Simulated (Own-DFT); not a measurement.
# Strain and stress in wurtzite AlGaN with randomly placed atoms, 72 atoms (Al27Ga9N36)

These are calculations, not measurements. They come from Own-DFT, an in-house plane-wave density functional program, since retired, whose code no person has reviewed. Each row is one single-point run on a periodic cell that was not relaxed, without spin or spin-orbit coupling.

Settings of every run: PBE; PseudoDojo norm-conserving scalar-relativistic files (stringent for Ga); cutoff 96 hartree; 4 x 4 x 3 k mesh centred on Gamma; Gaussian smearing of 0.01 eV.

Known limits: forces on such cells passed a denser k mesh, each cell not checked; stress not checked against mesh or cutoff.

Unstrained cell vectors in Å: (9.394, 0.000, 0.000); (-4.697, 8.135, 0.000); (0.000, 0.000, 10.066). The unstrained cell has measured lattice constants (interpolated for alloys), not those of this functional. That, the random moves and any unrelaxed bonds set the pressure at no strain. Each run strains this cell uniformly, with the atoms carried along. Every atom was also moved at random, by a Gaussian of width 0.05 Å on each axis. The random placing of the alloy's atoms differs from row to row. Strain is the symmetric tensor, in per cent. Stress is positive in tension, and the pressure is minus a third of its trace.

```
run,e_xx (%),e_yy (%),e_zz (%),s_xx (GPa),s_yy (GPa),s_zz (GPa),P (GPa),E (meV/atom)
1,-1.50,-1.50,0.00,-14.72,-15.39,-8.95,13.02,29.2
2,2.75,2.75,0.00,6.11,8.23,-2.35,-4.00,10.7
3,-0.25,-0.25,0.00,-7.94,-6.83,-7.51,7.43,6.1
4,0.75,0.75,0.00,-2.49,-0.85,-6.85,3.40,6.5
5,2.25,2.25,0.00,5.64,4.40,-4.09,-1.98,15.5
6,-3.00,-3.00,0.00,-26.84,-26.90,-10.90,21.55,80.7
7,-0.50,-0.50,0.00,-10.44,-8.44,-5.85,8.24,4.3
8,1.00,1.00,0.00,-0.99,0.39,-6.59,2.40,0.0
9,0.25,0.25,0.00,?,?,?,?,?
```

E is the free energy for each atom above the lowest run shown.

## Worked fit

The change of volume is close to e_xx + e_yy + e_zz. A straight line through the runs shown gives P = 7.14 - 216 x (fractional change of volume) GPa, with an error of 10 on the slope and a scatter of 1.04 GPa. The strain isn't the same on all axes and the cell isn't cubic, so the slope belongs to this path and is not the bulk modulus.

## Withheld run

Question: what pressure should run 9 give? Its volume changes by 0.50 %.

The line gives 6.1 GPa. The calculation gave 5.14 GPa.
